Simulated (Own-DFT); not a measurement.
Simulation results for GaAs (zincblende with one plane slipped along a stacking-fault path, atoms displaced)

Computed with Own-DFT development build. A calculation, not a measurement: plane-wave PBE density functional theory by an unreviewed code, no spin, of a simulated periodic cell, stress positive in tension, free energy of the whole cell less one offset for each atom, forces on such cells passed a denser k mesh, this cell's mesh not checked; offsets are fitted by least squares, one for each functional and potential file, so energies compare only between cells with the same atoms and settings and are not formation energies; the far tail of each file's local potential was reset to the Coulomb form; each entry is a single point on an unrelaxed cell, so the pressure reflects the starting lattice, mostly measured values (interpolated for alloys), from which strain is counted, and rises with the displacements; printed positions are rounded, which can move forces by about a meV/angstrom; the program, named Own-DFT, is a retired in-house code; no spin-orbit coupling.

Common to all runs: functional PBE; potential files PseudoDojo norm-conserving, scalar-relativistic, standard set; wave cutoff 42 hartree; occupations Fermi-Dirac; smearing width 0.1 eV; k mesh 4 x 4 x 2 centred on Gamma.

(1) GaAs (zincblende with one plane slipped along a stacking-fault path, atoms displaced)

```cif
# cell vector a (Å): 5.6533 -5.6533 0.0000
# cell vector b (Å): 0.0000 5.6533 -5.6533
# cell vector c (Å): 11.6364 11.6364 10.6470
data_GaAs
_symmetry_space_group_name_H-M 'P 1'
_symmetry_Int_Tables_number 1
_cell_length_a 7.9950
_cell_length_b 7.9950
_cell_length_c 19.6003
_cell_angle_alpha 87.954
_cell_angle_beta 90.000
_cell_angle_gamma 120.000
_cell_volume 1084.07
loop_
_atom_site_label
_atom_site_type_symbol
_atom_site_fract_x
_atom_site_fract_y
_atom_site_fract_z
_atom_site_occupancy
Ga1 Ga 0.00405 0.00454 0.00429 1
As1 As 0.98533 0.97130 0.12450 1
Ga2 Ga 0.16472 0.32127 0.17413 1
As2 As 0.16065 0.30668 0.29487 1
Ga3 Ga 0.31083 0.12878 0.33416 1
As3 As 0.29728 0.08883 0.46304 1
Ga4 Ga 0.03326 0.05253 0.50680 1
As4 As 0.02583 0.04145 0.62697 1
Ga5 Ga 0.18067 0.37023 0.66537 1
As5 As 0.16455 0.35499 0.78883 1
Ga6 Ga 0.34187 0.18632 0.83717 1
As6 As 0.34167 0.15727 0.95598 1
Ga7 Ga 0.01015 0.50408 0.99871 1
As7 As 0.98345 0.48424 0.12483 1
Ga8 Ga 0.16290 0.81637 0.16696 1
As8 As 0.15080 0.80680 0.29847 1
Ga9 Ga 0.31791 0.62839 0.33291 1
As9 As 0.28810 0.62028 0.46399 1
Ga10 Ga 0.04090 0.57578 0.49782 1
As10 As 0.02339 0.53817 0.62081 1
Ga11 Ga 0.17274 0.87843 0.66153 1
As11 As 0.18968 0.85188 0.78827 1
Ga12 Ga 0.34037 0.67976 0.82948 1
As12 As 0.34062 0.66349 0.95810 1
Ga13 Ga 0.49345 0.00317 0.99973 1
As13 As 0.47988 0.98497 0.12864 1
Ga14 Ga 0.68725 0.32616 0.16272 1
As14 As 0.64910 0.29491 0.29240 1
Ga15 Ga 0.80797 0.11601 0.33412 1
As15 As 0.81762 0.13721 0.45680 1
Ga16 Ga 0.52558 0.05545 0.50005 1
As16 As 0.50666 0.03687 0.63141 1
Ga17 Ga 0.68981 0.36632 0.66526 1
As17 As 0.67861 0.35193 0.78827 1
Ga18 Ga 0.84765 0.18531 0.83613 1
As18 As 0.82301 0.16790 0.95848 1
Ga19 Ga 0.49213 0.49468 0.00050 1
As19 As 0.49403 0.48305 0.13224 1
Ga20 Ga 0.65364 0.79943 0.16542 1
As20 As 0.65695 0.79705 0.29274 1
Ga21 Ga 0.82276 0.62796 0.33143 1
As21 As 0.82311 0.61721 0.46448 1
Ga22 Ga 0.52271 0.55431 0.49858 1
As22 As 0.51159 0.52670 0.62495 1
Ga23 Ga 0.68686 0.88091 0.66722 1
As23 As 0.67117 0.84666 0.79517 1
Ga24 Ga 0.85259 0.68898 0.83980 1
As24 As 0.84055 0.67528 0.95971 1
```

The calculation gives: free energy of cell above offsets -10.030 eV; pressure 6.39 GPa; stress xx -6.94 GPa; stress yy -7.15 GPa; stress zz -5.08 GPa; stress yz -1.12 GPa; stress xz -0.22 GPa; stress xy 4.27 GPa.

Force:
```tsv
element	x (eV/Å)	y (eV/Å)	z (eV/Å)
Ga	-0.745	-0.457	-0.622
As	1.095	0.985	-0.419
Ga	-1.334	-0.525	0.056
As	-0.712	0.647	0.772
Ga	0.995	0.231	0.106
As	-2.156	-0.362	-3.68
Ga	-1.748	1.543	1.428
As	-1.199	1.69	-0.539
Ga	0.323	-0.066	-0.083
As	0.956	-0.705	0.508
Ga	-1.068	-1.13	-0.949
As	-0.463	2.298	-0.562
Ga	-0.487	0.147	0.288
As	2.454	-2.256	-1.64
Ga	-0.409	1.127	1.099
As	-0.522	-1.629	-0.455
Ga	0.673	0.924	-0.062
As	4.095	-7.733	-4.727
Ga	-0.493	3.992	5.562
As	0.069	0.775	0
Ga	1.13	-1.058	2.13
As	-0.57	1.367	-0.41
Ga	0.318	0.203	0.594
As	-0.428	0.444	-0.865
Ga	0.918	-0.806	1.642
As	0.988	-1.547	-0.875
Ga	-1.945	2.405	2.491
As	-0.027	-0.354	-0.259
Ga	0.452	0.161	-0.609
As	0.774	-0.682	-1.361
Ga	2.86	-0.662	2.911
As	-0.243	-1.244	-0.818
Ga	-0.043	0.283	-0.37
As	0.752	0.878	0.218
Ga	-1.179	0.209	0.177
As	1.155	-0.225	0.055
Ga	0.914	-0.577	0.676
As	-1.045	-1.409	0.062
Ga	0.299	1.226	-0.809
As	-0.528	-0.163	0.055
Ga	0.146	0.744	1.093
As	-4.845	2.351	-3.608
Ga	0.361	0.238	2.001
As	0.611	0.172	-0.759
Ga	-0.194	-0.274	1.067
As	0.661	-0.655	-0.679
Ga	-0.944	-1.132	-0.527
As	0.327	0.608	0.694
```

(2) GaAs (zincblende with one plane slipped along a stacking-fault path, atoms displaced)

```cif
# cell vector a (Å): 5.6533 -5.6533 0.0000
# cell vector b (Å): 0.0000 5.6533 -5.6533
# cell vector c (Å): 11.6364 11.6364 10.6470
data_GaAs
_symmetry_space_group_name_H-M 'P 1'
_symmetry_Int_Tables_number 1
_cell_length_a 7.9950
_cell_length_b 7.9950
_cell_length_c 19.6003
_cell_angle_alpha 87.954
_cell_angle_beta 90.000
_cell_angle_gamma 120.000
_cell_volume 1084.07
loop_
_atom_site_label
_atom_site_type_symbol
_atom_site_fract_x
_atom_site_fract_y
_atom_site_fract_z
_atom_site_occupancy
Ga1 Ga 0.99693 0.01381 0.00423 1
As1 As 0.99296 0.00101 0.13407 1
Ga2 Ga 0.15473 0.32246 0.16573 1
As2 As 0.14388 0.28990 0.29068 1
Ga3 Ga 0.31609 0.13487 0.33862 1
As3 As 0.30570 0.10531 0.45675 1
Ga4 Ga 0.02251 0.06661 0.50017 1
As4 As 0.02085 0.04751 0.62587 1
Ga5 Ga 0.18434 0.37797 0.66691 1
As5 As 0.18068 0.36238 0.79394 1
Ga6 Ga 0.35407 0.18055 0.83094 1
As6 As 0.33152 0.17560 0.95540 1
Ga7 Ga 0.99573 0.48693 0.00071 1
As7 As 0.99357 0.48676 0.12160 1
Ga8 Ga 0.14721 0.81487 0.16927 1
As8 As 0.15292 0.79821 0.29346 1
Ga9 Ga 0.31943 0.61765 0.33479 1
As9 As 0.30994 0.61515 0.45765 1
Ga10 Ga 0.02181 0.55405 0.50493 1
As10 As 0.03247 0.54986 0.62351 1
Ga11 Ga 0.18880 0.87339 0.66529 1
As11 As 0.17664 0.86439 0.79632 1
Ga12 Ga 0.33522 0.67297 0.83280 1
As12 As 0.32832 0.65121 0.95791 1
Ga13 Ga 0.49721 0.99631 0.00409 1
As13 As 0.50123 0.99350 0.12514 1
Ga14 Ga 0.66405 0.31894 0.16660 1
As14 As 0.64754 0.28876 0.29302 1
Ga15 Ga 0.81705 0.12929 0.33227 1
As15 As 0.81051 0.11733 0.46265 1
Ga16 Ga 0.51671 0.04916 0.49610 1
As16 As 0.52761 0.04624 0.62345 1
Ga17 Ga 0.66940 0.36730 0.66963 1
As17 As 0.66912 0.35263 0.79176 1
Ga18 Ga 0.84469 0.19152 0.83688 1
As18 As 0.83273 0.17884 0.95633 1
Ga19 Ga 0.50049 0.50935 0.99897 1
As19 As 0.50017 0.48740 0.12480 1
Ga20 Ga 0.65846 0.80726 0.16880 1
As20 As 0.63312 0.78791 0.28989 1
Ga21 Ga 0.81115 0.62066 0.32933 1
As21 As 0.80496 0.60334 0.45671 1
Ga22 Ga 0.53739 0.54919 0.49938 1
As22 As 0.51322 0.55424 0.62604 1
Ga23 Ga 0.70070 0.87511 0.67579 1
As23 As 0.68432 0.84945 0.79177 1
Ga24 Ga 0.84695 0.68303 0.83087 1
As24 As 0.82015 0.67125 0.96089 1
```

It finds free energy of cell above offsets -12.085 eV; pressure 5.86 GPa; stress xx -6.75 GPa; stress yy -5.9 GPa; stress zz -4.92 GPa; stress yz -0.76 GPa; stress xz -0.78 GPa; stress xy 2.14 GPa.

Force:
```tsv
element	x (eV/Å)	y (eV/Å)	z (eV/Å)
Ga	0.002	-0.491	0.412
As	-0.922	-1.358	0.042
Ga	1.034	0.076	-0.368
As	0.415	0.005	-0.405
Ga	-0.945	-0.976	-0.295
As	-2.222	2.167	-2.122
Ga	3.373	-1.644	2.947
As	0.302	-0.421	-0.008
Ga	0.262	0.049	0.517
As	-0.844	-1.108	0.674
Ga	-0.355	1.873	0.046
As	0.588	0.037	0.642
Ga	-0.343	0.687	-1.254
As	0.505	0.789	-0.024
Ga	0.456	-0.598	-0.372
As	0.178	0.024	0.131
Ga	-1.007	0.786	0.329
As	0.015	0.008	-1.7
Ga	0.934	-1.061	1.54
As	-0.464	1.431	1.083
Ga	0.537	0.38	-0.183
As	-0.522	-1.817	0.224
Ga	0.762	0.607	-0.998
As	-0.129	1.31	-1.31
Ga	-1.003	-0.369	-0.459
As	-0.155	0.36	1.033
Ga	-0.008	0.069	0.321
As	-0.374	0.124	-0.507
Ga	0.128	0.124	1.051
As	-3.189	0.774	-3.71
Ga	2.443	-0.796	3.358
As	0.091	-0.106	0.477
Ga	-0.141	-0.584	-1.067
As	1.158	-0.835	-0.432
Ga	-0.76	-0.914	-0.274
As	-0.159	0.2	1.33
Ga	0.007	-0.414	1.413
As	-0.544	0.192	0.153
Ga	-0.599	0.314	-0.551
As	1.5	-0.232	-0.281
Ga	0.244	0.296	-0.056
As	-0.484	-1.491	-3.167
Ga	-0.734	2.364	2.477
As	0.548	-0.857	0.102
Ga	-1.645	-0.48	-1.214
As	0.589	1.899	0.463
Ga	0.298	0.804	0.851
As	1.178	-1.194	-0.857
```

(3) GaAs (zincblende with one plane slipped along a stacking-fault path, atoms displaced)

```cif
# cell vector a (Å): 5.6533 -5.6533 0.0000
# cell vector b (Å): 0.0000 5.6533 -5.6533
# cell vector c (Å): 11.6364 11.6364 10.6470
data_GaAs
_symmetry_space_group_name_H-M 'P 1'
_symmetry_Int_Tables_number 1
_cell_length_a 7.9950
_cell_length_b 7.9950
_cell_length_c 19.6003
_cell_angle_alpha 87.954
_cell_angle_beta 90.000
_cell_angle_gamma 120.000
_cell_volume 1084.07
loop_
_atom_site_label
_atom_site_type_symbol
_atom_site_fract_x
_atom_site_fract_y
_atom_site_fract_z
_atom_site_occupancy
Ga1 Ga 0.98794 0.99744 0.00099 1
As1 As 0.99411 0.99557 0.12841 1
Ga2 Ga 0.16476 0.30590 0.16215 1
As2 As 0.15464 0.29639 0.29554 1
Ga3 Ga 0.31400 0.12683 0.32987 1
As3 As 0.30981 0.11869 0.45894 1
Ga4 Ga 0.03892 0.06392 0.49148 1
As4 As 0.02202 0.04755 0.62189 1
Ga5 Ga 0.17754 0.36580 0.67156 1
As5 As 0.17900 0.35854 0.79174 1
Ga6 Ga 0.33397 0.17721 0.83498 1
As6 As 0.32961 0.17776 0.96121 1
Ga7 Ga 0.99182 0.49959 0.99468 1
As7 As 0.00084 0.49503 0.11945 1
Ga8 Ga 0.15161 0.81069 0.16703 1
As8 As 0.15377 0.79726 0.29214 1
Ga9 Ga 0.30293 0.61867 0.33359 1
As9 As 0.30453 0.62188 0.45858 1
Ga10 Ga 0.02358 0.55543 0.50253 1
As10 As 0.03257 0.54158 0.62229 1
Ga11 Ga 0.17681 0.87534 0.66716 1
As11 As 0.19336 0.86013 0.79075 1
Ga12 Ga 0.34462 0.70160 0.83283 1
As12 As 0.33924 0.66663 0.95970 1
Ga13 Ga 0.51349 0.01334 0.00189 1
As13 As 0.49054 0.98610 0.12340 1
Ga14 Ga 0.66267 0.31283 0.16667 1
As14 As 0.64077 0.28396 0.29276 1
Ga15 Ga 0.82011 0.13294 0.32925 1
As15 As 0.81325 0.11861 0.45483 1
Ga16 Ga 0.53000 0.05800 0.49829 1
As16 As 0.51917 0.04820 0.62663 1
Ga17 Ga 0.68448 0.36332 0.66549 1
As17 As 0.68384 0.35171 0.79003 1
Ga18 Ga 0.84480 0.18234 0.83652 1
As18 As 0.83440 0.18654 0.95880 1
Ga19 Ga 0.51144 0.50374 0.00159 1
As19 As 0.49549 0.48352 0.12720 1
Ga20 Ga 0.64922 0.81749 0.16861 1
As20 As 0.64696 0.78268 0.29626 1
Ga21 Ga 0.81213 0.61915 0.33219 1
As21 As 0.80986 0.61470 0.46023 1
Ga22 Ga 0.52954 0.57070 0.49748 1
As22 As 0.52943 0.56245 0.62276 1
Ga23 Ga 0.67984 0.86115 0.66741 1
As23 As 0.67639 0.84653 0.78753 1
Ga24 Ga 0.83820 0.67409 0.82885 1
As24 As 0.84053 0.67060 0.96459 1
```

The calculation gives: free energy of cell above offsets -12.161 eV; pressure 5.78 GPa; stress xx -6.41 GPa; stress yy -6.26 GPa; stress zz -4.67 GPa; stress yz 0.36 GPa; stress xz -0.52 GPa; stress xy 2.46 GPa.

Force:
```tsv
element	x (eV/Å)	y (eV/Å)	z (eV/Å)
Ga	0.638	0.347	-0.291
As	-1.271	-0.966	1.074
Ga	0.707	1.889	-0.672
As	-1.149	-0.558	-0.862
Ga	0.467	0.449	1.031
As	0.393	-2.389	-3.659
Ga	-0.311	2.352	3.564
As	-0.458	0.11	0.111
Ga	0.073	-1.024	-0.792
As	0.614	0.6	0.328
Ga	0.643	0.101	-0.626
As	-0.026	-0.644	0.332
Ga	1.847	-0.143	-0.151
As	0.144	-0.129	1.056
Ga	0.106	0.033	-0.312
As	-0.638	0.083	-0.006
Ga	0.836	-0.009	-0.103
As	-0.93	-0.303	-2.829
Ga	0.826	-0.326	2.493
As	0.102	1.356	0.576
Ga	-0.031	-0.65	-0.159
As	-1.465	1.221	-0.151
Ga	0.898	-1.14	1.418
As	0.014	0.378	-0.779
Ga	-1.474	0.101	0.389
As	0.23	0.513	0.268
Ga	0.214	-0.096	-0.152
As	0.251	-0.321	-1.03
Ga	-0.055	-0.168	1.079
As	-0.934	0.18	-2.478
Ga	1.166	0.228	2.732
As	-0.618	-0.915	0.622
Ga	0.4	0.443	-1.324
As	-0.474	0.32	0.591
Ga	-0.603	-0.712	-0.18
As	-0.141	-1.223	0.919
Ga	-0.351	0.461	0.362
As	0.286	-0.229	-0.526
Ga	0.443	-0.213	0.435
As	-0.558	0.522	-1.052
Ga	0.589	-0.171	0.525
As	-1.545	-0.279	-2.95
Ga	1.099	0.245	2.444
As	-0.928	-0.928	1.975
Ga	0.444	0.435	-1.811
As	0.953	0.966	0.163
Ga	0.989	0.404	-0.001
As	-1.409	-0.201	-1.588
```

(4) GaAs (zincblende with one plane slipped along a stacking-fault path, atoms displaced)

```cif
# cell vector a (Å): 5.6533 -5.6533 0.0000
# cell vector b (Å): 0.0000 5.6533 -5.6533
# cell vector c (Å): 11.6364 11.6364 10.6470
data_GaAs
_symmetry_space_group_name_H-M 'P 1'
_symmetry_Int_Tables_number 1
_cell_length_a 7.9950
_cell_length_b 7.9950
_cell_length_c 19.6003
_cell_angle_alpha 87.954
_cell_angle_beta 90.000
_cell_angle_gamma 120.000
_cell_volume 1084.07
loop_
_atom_site_label
_atom_site_type_symbol
_atom_site_fract_x
_atom_site_fract_y
_atom_site_fract_z
_atom_site_occupancy
Ga1 Ga 0.00307 0.00089 0.99309 1
As1 As 0.98832 0.99007 0.12752 1
Ga2 Ga 0.18038 0.32814 0.16431 1
As2 As 0.15180 0.30283 0.29060 1
Ga3 Ga 0.31615 0.13535 0.33530 1
As3 As 0.30969 0.14105 0.45331 1
Ga4 Ga 0.02762 0.06211 0.49550 1
As4 As 0.03270 0.05498 0.62576 1
Ga5 Ga 0.19635 0.37298 0.67209 1
As5 As 0.18261 0.35531 0.79331 1
Ga6 Ga 0.35681 0.19578 0.83391 1
As6 As 0.34040 0.15814 0.95278 1
Ga7 Ga 0.99723 0.50840 0.99874 1
As7 As 0.98675 0.49217 0.12873 1
Ga8 Ga 0.15960 0.80753 0.16842 1
As8 As 0.14617 0.78111 0.29444 1
Ga9 Ga 0.32046 0.63906 0.33952 1
As9 As 0.30413 0.60757 0.46118 1
Ga10 Ga 0.01980 0.54363 0.50006 1
As10 As 0.01934 0.53914 0.62156 1
Ga11 Ga 0.17826 0.87463 0.67056 1
As11 As 0.18482 0.86514 0.78995 1
Ga12 Ga 0.33031 0.67964 0.83212 1
As12 As 0.33067 0.66421 0.95580 1
Ga13 Ga 0.50191 0.99345 0.00149 1
As13 As 0.48373 0.98573 0.12211 1
Ga14 Ga 0.64998 0.32074 0.16866 1
As14 As 0.66037 0.31575 0.29398 1
Ga15 Ga 0.82289 0.12967 0.33607 1
As15 As 0.78782 0.10039 0.45814 1
Ga16 Ga 0.52046 0.04550 0.50171 1
As16 As 0.52960 0.04391 0.62650 1
Ga17 Ga 0.67529 0.36273 0.66704 1
As17 As 0.68035 0.35549 0.79195 1
Ga18 Ga 0.85552 0.19474 0.83189 1
As18 As 0.83342 0.17680 0.95849 1
Ga19 Ga 0.50452 0.50850 0.00334 1
As19 As 0.49478 0.47978 0.12283 1
Ga20 Ga 0.66752 0.81754 0.16161 1
As20 As 0.64960 0.79738 0.29390 1
Ga21 Ga 0.81524 0.62695 0.33614 1
As21 As 0.80995 0.61711 0.45636 1
Ga22 Ga 0.52880 0.55739 0.50084 1
As22 As 0.53274 0.54146 0.62716 1
Ga23 Ga 0.69009 0.87628 0.66467 1
As23 As 0.69017 0.86039 0.79374 1
Ga24 Ga 0.82730 0.68852 0.83255 1
As24 As 0.84350 0.68100 0.96568 1
```

It finds free energy of cell above offsets -12.635 eV; pressure 5.7 GPa; stress xx -5.77 GPa; stress yy -6.15 GPa; stress zz -5.16 GPa; stress yz -0.92 GPa; stress xz -0.81 GPa; stress xy 2.46 GPa.

Force:
```tsv
element	x (eV/Å)	y (eV/Å)	z (eV/Å)
Ga	1.216	1.286	-0.416
As	0.802	-1.513	-1.012
Ga	-1.297	1.381	0.919
As	0.482	0.087	-0.275
Ga	-0.873	-1.236	-0.375
As	2.194	-0.971	-1.407
Ga	0.435	1.112	2.887
As	-0.769	-0.293	-0.041
Ga	-0.685	-0.009	-1.012
As	0.326	-0.073	-0.101
Ga	-0.691	-0.387	0.19
As	0.965	1.433	-0.05
Ga	0.888	-0.162	0.991
As	-0.366	-1.437	0.243
Ga	-0.149	0.961	-0.391
As	0.205	0.807	-1.362
Ga	-0.195	-1.01	0.449
As	-0.713	0.253	-2.62
Ga	0.178	0.396	2.307
As	0.859	0.694	0.749
Ga	-0.404	-1.368	-0.363
As	-0.001	0.934	0.859
Ga	0.685	-0.325	-0.651
As	0.451	0.285	0.032
Ga	-0.636	-0.418	-0.214
As	1.173	0.109	0.365
Ga	0.576	-0.818	0.855
As	-0.865	-0.73	1.166
Ga	-0.776	-0.1	-0.394
As	0.585	-1.539	-2.664
Ga	-1.587	2.387	2.281
As	-1.17	0.383	0.458
Ga	1.132	-0.545	-0.298
As	0.311	-0.215	-0.582
Ga	-0.263	0.483	0.738
As	0.126	-0.399	-0.113
Ga	-1.121	-1.127	0.01
As	0.602	0.593	-0.844
Ga	-0.525	1.411	0.83
As	-0.233	-0.344	-0.626
Ga	-0.103	0.226	-0.818
As	-0.008	0.214	-2.174
Ga	1.189	-0.116	2.636
As	-0.763	0.586	-0.47
Ga	0.827	-0.235	0.425
As	-1.784	1.207	-0.97
Ga	1.799	-1.136	1.078
As	-2.027	-0.724	-0.226
```

(5) GaAs (zincblende with one plane slipped along a stacking-fault path, atoms displaced)

```cif
# cell vector a (Å): 5.6533 -5.6533 0.0000
# cell vector b (Å): 0.0000 5.6533 -5.6533
# cell vector c (Å): 11.6364 11.6364 10.6470
data_GaAs
_symmetry_space_group_name_H-M 'P 1'
_symmetry_Int_Tables_number 1
_cell_length_a 7.9950
_cell_length_b 7.9950
_cell_length_c 19.6003
_cell_angle_alpha 87.954
_cell_angle_beta 90.000
_cell_angle_gamma 120.000
_cell_volume 1084.07
loop_
_atom_site_label
_atom_site_type_symbol
_atom_site_fract_x
_atom_site_fract_y
_atom_site_fract_z
_atom_site_occupancy
Ga1 Ga 0.00609 0.00388 0.99776 1
As1 As 0.99337 0.98778 0.12730 1
Ga2 Ga 0.15243 0.31487 0.16194 1
As2 As 0.13624 0.28985 0.28948 1
Ga3 Ga 0.30401 0.12014 0.33389 1
As3 As 0.30035 0.10775 0.45906 1
Ga4 Ga 0.01379 0.05872 0.49766 1
As4 As 0.02255 0.03936 0.62542 1
Ga5 Ga 0.19590 0.36112 0.67214 1
As5 As 0.17948 0.35203 0.79451 1
Ga6 Ga 0.34761 0.18040 0.83483 1
As6 As 0.32682 0.16028 0.95481 1
Ga7 Ga 0.00525 0.48896 0.99908 1
As7 As 0.99388 0.47797 0.13025 1
Ga8 Ga 0.15179 0.81743 0.17030 1
As8 As 0.14659 0.80565 0.29030 1
Ga9 Ga 0.32176 0.64744 0.33730 1
As9 As 0.30439 0.61554 0.46353 1
Ga10 Ga 0.02771 0.56357 0.50150 1
As10 As 0.02037 0.54572 0.62668 1
Ga11 Ga 0.19184 0.87771 0.67353 1
As11 As 0.16434 0.84657 0.79334 1
Ga12 Ga 0.35085 0.69860 0.83367 1
As12 As 0.34993 0.67818 0.96058 1
Ga13 Ga 0.50151 0.99308 0.00232 1
As13 As 0.48879 0.98519 0.12514 1
Ga14 Ga 0.65771 0.31158 0.16880 1
As14 As 0.64895 0.29912 0.29036 1
Ga15 Ga 0.81931 0.13489 0.33487 1
As15 As 0.81191 0.11021 0.45993 1
Ga16 Ga 0.53154 0.07024 0.50270 1
As16 As 0.53195 0.04576 0.62466 1
Ga17 Ga 0.67481 0.36582 0.67291 1
As17 As 0.67196 0.35444 0.79098 1
Ga18 Ga 0.83501 0.16897 0.83212 1
As18 As 0.82996 0.16897 0.96055 1
Ga19 Ga 0.48918 0.50264 0.99559 1
As19 As 0.46976 0.47149 0.12890 1
Ga20 Ga 0.65634 0.81562 0.16934 1
As20 As 0.65090 0.79198 0.28910 1
Ga21 Ga 0.80221 0.62921 0.33802 1
As21 As 0.81507 0.61886 0.45450 1
Ga22 Ga 0.52390 0.56359 0.50444 1
As22 As 0.52059 0.52230 0.62539 1
Ga23 Ga 0.70156 0.89695 0.66227 1
As23 As 0.68783 0.86220 0.79174 1
Ga24 Ga 0.84104 0.67911 0.83377 1
As24 As 0.81701 0.66166 0.95608 1
```

It finds free energy of cell above offsets -11.288 eV; pressure 6.15 GPa; stress xx -7.21 GPa; stress yy -6.22 GPa; stress zz -5.03 GPa; stress yz -0.53 GPa; stress xz -1.59 GPa; stress xy 2.83 GPa.

Force:
```tsv
element	x (eV/Å)	y (eV/Å)	z (eV/Å)
Ga	-0.57	0.44	1.023
As	-0.933	-0.563	-0.076
Ga	0.348	0.596	1.597
As	1.219	0.021	-0.87
Ga	0.391	0.251	-0.75
As	-1.027	-0.062	-2.221
Ga	5.175	-2.42	3.845
As	0.401	-0.683	-0.547
Ga	-0.918	0.533	-0.772
As	0.363	0.481	-0.044
Ga	-0.888	0.037	-0.117
As	1.357	0.16	0.035
Ga	0.234	1.226	-0.475
As	-1.119	0.586	-1.591
Ga	-0.236	-0.918	-0.183
As	0.146	0.268	1.264
Ga	-0.659	-0.569	0.564
As	-1.003	-0.832	-3.111
Ga	0.944	0.933	2.795
As	0.398	-0.06	0.653
Ga	-0.817	-1.075	-0.351
As	1.118	-0.044	-0.291
Ga	-0.144	-0.37	0.529
As	-1.858	0.576	-0.478
Ga	-0.021	0.814	-0.507
As	0.234	0.181	0.376
Ga	-0.631	0.011	-0.28
As	0.32	0.756	0.604
Ga	-0.725	-0.045	0.475
As	-5.093	2.562	-3.773
Ga	0.83	-0.186	1.711
As	-0.676	1.229	0.109
Ga	0.306	-1.583	-0.731
As	0.985	-0.036	0.819
Ga	0.986	1.077	-0.919
As	-0.239	-0.9	-0.178
Ga	0.933	-0.562	1.964
As	1.209	-1.56	-1.716
Ga	-0.943	-0.635	-0.221
As	0.437	1.561	-0.102
Ga	-0.405	-1.701	-0.498
As	-1.247	1.974	-1.17
Ga	1.792	-1.633	1.93
As	0.259	1.327	-1.087
Ga	0.016	-0.352	2.015
As	-1.294	-0.874	0.451
Ga	-0.468	0.474	0.231
As	1.512	-0.41	0.068
```
